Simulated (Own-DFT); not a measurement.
# One host, several defects: D0_22 TiAl3

Everything here is calculated. The program is Own-DFT (plane waves, in-house, since retired, never reviewed by a person); positions were held fixed, and spin and spin-orbit coupling were off.

Common settings: PBE; PseudoDojo norm-conserving scalar-relativistic files; cutoff 42 hartree; 4 x 4 x 4 k mesh centred on Gamma; cold (Marzari-Vanderbilt) smearing of 0.2 eV.

Caveats: forces on such cells failed a check on a denser k mesh; stress not checked against mesh or cutoff.

All runs share one cell, with vectors in Å (-2.365, -6.981, 4.326); (-7.667, 3.491, 1.442); (-2.950, -3.488, -7.241) and a volume of 625.4 Å³. u is the rms random offset of the atoms per axis. The defect's site can differ from row to row.

```
                     cell   formula   u (Å)  P (GPa)
                no defect  Al30Ti10  0.0191     1.97
                no defect  Al30Ti10  0.0204     1.99
                no defect  Al30Ti10  0.0531     2.73
two Ti on an Al site each  Al28Ti12  0.0306     3.36
two Ti on an Al site each  Al28Ti12  0.0310     3.21
two Ti on an Al site each  Al28Ti12  0.0460     3.57
         two Al vacancies  Al28Ti10  0.0302        ?
         two Al vacancies  Al28Ti10  0.0304     1.38
         two Al vacancies  Al28Ti10  0.0530     1.97
         two Al vacancies  Al28Ti10  0.0538     1.91
 two Al on a Ti site each   Al32Ti8  0.0289     2.88
 two Al on a Ti site each   Al32Ti8  0.0290     2.93
 two Al on a Ti site each   Al32Ti8  0.0488     3.36
```

## Fit

P = P0 + c u² + a shift for each defect gives P0 = 1.88 GPa, c = 293 ± 18 GPa/Å² and a scatter of 0.05 GPa. The shifts, and each times the cell's volume:

- two Ti on an Al site each: 1.11 ± 0.04 GPa, 4.3 eV (2.2 eV for each of its 2 sites)
- two Al on a Ti site each: 0.78 ± 0.04 GPa, 3.1 eV (1.5 eV for each of its 2 sites)
- two Al vacancies: -0.77 ± 0.05 GPa, -3.0 eV (-1.5 eV for each of its 2 sites)

A positive shift means that the defect pushes the cell outwards. Shift times volume (160.2 GPa Å³ is 1 eV) depends little on the cell's size, so, taken for each site, it can be compared between cells at like pressure. The atoms around the defects weren't relaxed, which would change these numbers.

## Check

Question: what pressure belongs in the blank (two Al vacancies, u = 0.0302 Å)?

Estimate: 1.37 ± 0.07 GPa. The calculation gave 1.24 GPa.
